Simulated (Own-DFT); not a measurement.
# Point defects and the pressure they add: C11b WSi2

The numbers are computed, not measured, by runs of the plane-wave DFT program Own-DFT (in-house, retired, unreviewed) at fixed positions, with no spin and no spin-orbit coupling.

Settings: PBE; PseudoDojo norm-conserving scalar-relativistic files; cutoff 50 hartree; 5 x 5 x 5 k mesh centred on Gamma; cold (Marzari-Vanderbilt) smearing of 0.2 eV.

Keep in mind: forces on such cells failed a check on a denser k mesh; stress not checked against mesh or cutoff.

All runs share one cell, with vectors in Å (-2.148, -5.953, 3.409); (-6.444, 2.976, 1.136); (-2.553, -2.948, -6.757) and a volume of 403.2 Å³. The atoms are randomly displaced, by u rms on each axis. The defect's site can differ from row to row.

| cell | formula | u (Å) | P (GPa) |
|---|---|---|---|
| no defect | Si20W10 | 0.0195 | 4.47 |
| no defect | Si20W10 | 0.0483 | 6.02 |
| no defect | Si20W10 | 0.0506 | 6.43 |
| one Si on a W site | Si21W9 | 0.0292 | 6.39 |
| one Si on a W site | Si21W9 | 0.0303 | ? |
| one Si on a W site | Si21W9 | 0.0507 | 7.36 |
| one Si on a W site | Si21W9 | 0.0531 | 7.81 |
| one W on a Si site | Si19W11 | 0.0291 | 10.21 |
| one W on a Si site | Si19W11 | 0.0468 | 10.71 |
| one W on a Si site | Si19W11 | 0.0483 | 10.82 |
| one Si vacancy | Si19W10 | 0.0301 | 3.35 |
| one Si vacancy | Si19W10 | 0.0342 | 3.38 |
| one Si vacancy | Si19W10 | 0.0449 | 4.09 |

## What the rows give

P = P0 + c u² + a shift for each defect gives P0 = 4.42 GPa, c = 697 ± 74 GPa/Å² and a scatter of 0.20 GPa. The shifts, and each times the cell's volume:

- one W on a Si site: 4.91 ± 0.16 GPa, 12.4 eV
- one Si on a W site: 1.32 ± 0.16 GPa, 3.3 eV
- one Si vacancy: -1.76 ± 0.16 GPa, -4.4 eV

Against the defect-free cell, a freed cell would be larger where the shift is positive and smaller where it is negative (160.2 GPa Å³ is 1 eV). The atoms around the defects weren't relaxed, which would change these numbers.

## Check

Question: what pressure belongs in the blank (one Si on a W site, u = 0.0303 Å)?

Estimate: 6.38 ± 0.24 GPa. The hidden result is 6.09 GPa.
